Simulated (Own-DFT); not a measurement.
# Which defects push the lattice out? zincblende InP

Source: density functional calculations with Own-DFT, an unreviewed in-house program that is no longer used. Nothing was measured or relaxed, and spin and spin-orbit coupling are left out.

Method: PBE; PseudoDojo norm-conserving scalar-relativistic files; cutoff 36 hartree; 2 x 3 x 3 k mesh centred on Gamma; Fermi-Dirac smearing of 0.1 eV.

Limits (not all hold for every row): not probed for a lower state with spin; forces on such cells failed a check on a denser k mesh; forces not confirmed at this smearing and k mesh; stress not checked against mesh or cutoff.

All runs share one cell, with vectors in Å (17.606, 0.000, 0.000); (0.000, 11.737, 0.000); (0.000, 0.000, 11.737) and a volume of 2425.5 Å³. Atoms were moved at random from their sites; u is the rms move along one axis. The defect's site can differ from row to row.

| cell | formula | u (Å) | P (GPa) |
|---|---|---|---|
| no defect | In48P48 | 0.0212 | 3.21 |
| no defect | In48P48 | 0.0495 | 3.54 |
| no defect | In48P48 | 0.0521 | 3.56 |
| two P on an In site each | In46P50 | 0.0303 | 3.01 |
| two P on an In site each | In46P50 | 0.0323 | ? |
| two P on an In site each | In46P50 | 0.0504 | 3.27 |
| two P on an In site each | In46P50 | 0.0515 | 3.34 |
| two P vacancies | In48P46 | 0.0481 | 3.22 |
| two P vacancies | In48P46 | 0.0482 | 3.33 |
| two P vacancies | In48P46 | 0.0482 | 3.30 |
| one In on a P site and one P on an In site | In48P48 | 0.0299 | 3.55 |
| one In on a P site and one P on an In site | In48P48 | 0.0303 | 3.55 |
| one In on a P site and one P on an In site | In48P48 | 0.0503 | 3.87 |

## Working it out

P = P0 + c u² + a shift for each defect gives P0 = 3.11 GPa, c = 174 ± 14 GPa/Å² and a scatter of 0.04 GPa. The shifts, and each times the cell's volume:

- one In on a P site and one P on an In site: 0.30 ± 0.03 GPa, 4.5 eV
- two P vacancies: -0.23 ± 0.03 GPa, -3.5 eV (-1.7 eV for each of its 2 sites)
- two P on an In site each: -0.26 ± 0.03 GPa, -3.9 eV (-1.9 eV for each of its 2 sites)

Against the defect-free cell, a freed cell would be larger where the shift is positive and smaller where it is negative (160.2 GPa Å³ is 1 eV). The atoms around the defects weren't relaxed, which would change these numbers.

## Check

The question: what pressure belongs in the blank (two P on an In site each, u = 0.0323 Å)?

The fit gives 3.03 ± 0.04 GPa. Computed: 3.05 GPa.
